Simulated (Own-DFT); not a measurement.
# One host, several defects: zincblende GaAs

No measurement is shown. These are fixed-geometry runs of a retired plane-wave code named Own-DFT, which no person has reviewed; spin and spin-orbit coupling are neglected.

Method: PBE; PseudoDojo norm-conserving scalar-relativistic files; cutoff 42 hartree; 3 x 3 x 3 k mesh centred on Gamma; Fermi-Dirac smearing of 0.1 eV.

Limits (not all hold for every row): not probed for a lower state with spin; forces on such cells failed a check on a denser k mesh; forces not confirmed at this smearing and k mesh; forces on such cells passed a denser k mesh, each cell not checked; stress not checked against mesh or cutoff.

All runs share one cell, with vectors in Å (11.307, 0.000, 0.000); (0.000, 11.307, 0.000); (0.000, 0.000, 11.307) and a volume of 1445.4 Å³. u is the rms random offset of the atoms per axis. The defect's site can differ from row to row.

```
                                        cell     formula   u (Å)  P (GPa)
                                   no defect    As32Ga32  0.0193     3.51
                                   no defect    As32Ga32  0.0204     3.51
                                   no defect    As32Ga32  0.0457     3.88
                         one In on a Ga site  As32Ga31In  0.0303     4.34
                         one In on a Ga site  As32Ga31In  0.0307     4.25
                         one In on a Ga site  As32Ga31In  0.0556     4.78
                         one As on a Ga site    As33Ga31  0.0311     4.24
                         one As on a Ga site    As33Ga31  0.0462     4.47
                         one As on a Ga site    As33Ga31  0.0465     4.56
                            two Ga vacancies    As32Ga30  0.0302     3.00
                            two Ga vacancies    As32Ga30  0.0318     3.03
                            two Ga vacancies    As32Ga30  0.0319     3.00
one As on a Ga site and one Ga on an As site    As32Ga32  0.0277     3.90
one As on a Ga site and one Ga on an As site    As32Ga32  0.0288     3.91
one As on a Ga site and one Ga on an As site    As32Ga32  0.0488     4.25
one As on a Ga site and one Ga on an As site    As32Ga32  0.0537        ?
```

## Analysis

P = P0 + c u² + a shift for each defect gives P0 = 3.42 GPa, c = 223 ± 11 GPa/Å² and a scatter of 0.03 GPa. The shifts, and each times the cell's volume:

- one In on a Ga site: 0.67 ± 0.03 GPa, 6.0 eV
- one As on a Ga site: 0.61 ± 0.03 GPa, 5.5 eV
- one As on a Ga site and one Ga on an As site: 0.30 ± 0.02 GPa, 2.7 eV
- two Ga vacancies: -0.63 ± 0.02 GPa, -5.7 eV (-2.8 eV for each of its 2 sites)

Against the defect-free cell, a freed cell would be larger where the shift is positive and smaller where it is negative (160.2 GPa Å³ is 1 eV). The atoms around the defects weren't relaxed, which would change these numbers.

## The run left out

The question: what pressure belongs in the blank (one As on a Ga site and one Ga on an As site, u = 0.0537 Å)?

The fit gives 4.36 ± 0.04 GPa. DFT gave 4.38 GPa.
